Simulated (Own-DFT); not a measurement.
# Biaxial strain at fixed height in wurtzite GaN, 72 atoms (Ga36N36)

Calculated, not measured: single-point runs of Own-DFT, a retired in-house plane-wave DFT program that no person has reviewed, on unrelaxed cells, without spin or spin-orbit coupling.

Common settings: PBE; PseudoDojo norm-conserving scalar-relativistic files; cutoff 42 hartree; 4 x 4 x 3 k mesh centred on Gamma; Fermi-Dirac smearing of 0.1 eV.

Limits: forces not confirmed at this smearing and k mesh; stress not checked against mesh or cutoff.

Unstrained cell vectors in Å: (9.567, 0.000, 0.000); (-4.784, 8.285, 0.000); (0.000, 0.000, 10.370). The unstrained cell has measured lattice constants (interpolated for alloys), not those of this functional. That, the random moves and any unrelaxed bonds set the pressure at no strain. Each run strains x and y alike by e, as a substrate would, and holds the height along z. Each coordinate of each atom was shifted by a normal deviate of width 0.05 Å. Stress is positive in tension.

| e (%) | u (Å) | (s_xx + s_yy)/2 (GPa) | s_zz (GPa) |
|---|---|---|---|
| -3.00 | 0.053 | -26.84 | -13.79 |
| -2.50 | 0.051 | -23.48 | -11.12 |
| -0.50 | 0.052 | -10.66 | -7.64 |
| 0.50 | 0.048 | -4.58 | -7.47 |
| 0.75 | 0.053 | -3.12 | -8.53 |
| 1.75 | 0.047 | 1.35 | -5.80 |
| 2.00 | 0.051 | 1.98 | -6.02 |
| 2.25 | 0.048 | ? | ? |
| 2.50 | 0.053 | 3.91 | -3.87 |
| 2.75 | 0.054 | 5.44 | -5.67 |

## Fit

With e as a fraction, the in-plane stress is -7.4 + 552 e - 3369 e² GPa (errors 6 and 354, scatter 0.33), and s_zz is -8.4 + 138 e GPa (slope ± 18, scatter 1.08). At e = 0 the first slope is C11 + C12 and the second 2 C13, both with the ions held to the strained lattice and at the cell's own pressure. The term in e² is negative: the layer stiffens under compression and softens under tension. A free layer would change its height as e changes, and the in-plane slope would drop by 2 C13²/C33 to the biaxial modulus. At fixed height, a misfit of 1 % moves the in-plane stress by about 5.5 GPa and s_zz by 1.4 GPa.

## The run left out

The question: what are the two stresses at e = 2.25 %?

The fitted form gives 3.3 and -5.3 GPa. Computed: 3.01 and -4.39 GPa.
